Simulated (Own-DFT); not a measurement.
# Energy and forces against displacement in beta-Si3N4, 42 atoms (N24Si18)

All numbers below are calculated, not measured. They come from Own-DFT, an in-house plane-wave density functional program, since retired, whose code no person has reviewed. Each row is one single-point run on a periodic cell that was not relaxed, without spin or spin-orbit coupling.

Settings of every run: PBE; PseudoDojo norm-conserving scalar-relativistic files; cutoff 42 hartree; 3 x 3 x 3 k mesh centred on Gamma; Fermi-Dirac smearing of 0.1 eV.

Known limits, some of them of some rows only: some atoms lie very close together; forces on such cells passed a denser k mesh, each cell not checked; stress not checked against mesh or cutoff.

Cell vectors in Å: (7.606, 0.000, 0.000); (-3.803, 6.587, 0.000); (0.000, 0.000, 8.727). In each run every atom was moved at random and independently from its ideal site; u is the rms move along one axis. E is the free energy for each atom above the fitted value at u = 0, and F the rms of the force components.

```
run,u (Å),E (meV/atom),F (eV/Å),largest force (eV/Å),P (GPa)
1,0.0185,18.2,0.730,2.50,5.36
2,0.0189,17.4,0.725,2.19,5.52
3,0.0195,?,?,?,?
4,0.0445,93.3,1.704,6.24,7.34
5,0.0516,117.6,2.029,7.22,8.03
6,0.0527,117.6,1.892,7.70,8.34
7,0.0991,476.6,4.601,18.82,15.17
8,0.1036,587.1,6.123,26.75,21.67
9,0.1667,1364.9,10.130,46.75,39.90
```

## Worked fit

For small independent moves the energy grows as E = (3/2) K u², with K the mean stiffness felt by one atom. The runs with u up to 0.11 Å give K = 32.0 ± 1.5 eV/Å², with residuals divided by u² + 0.0006 Å², since the noise grows with the moves. The scatter is 12.0 meV/atom at u = 0.05 Å. The forces follow F = G u with G = 43.0 eV/Å²; no force at u = 0 is resolved. G exceeds K because the moves of its neighbours add to the force on an atom, and stiffness differs between atoms. At u = 0.167 Å the parabola gives 1336 meV/atom and the run 1365. The pressure follows P = 4.71 + 1342 u² GPa: at fixed volume, shortened bonds push harder than stretched ones pull.

## Withheld run

Question: what energy and rms force should run 3 give?

The fit gives 18 ± 4 meV/atom and about 0.84 eV/Å. The calculation gave 21.0 meV/atom and 0.791 eV/Å.
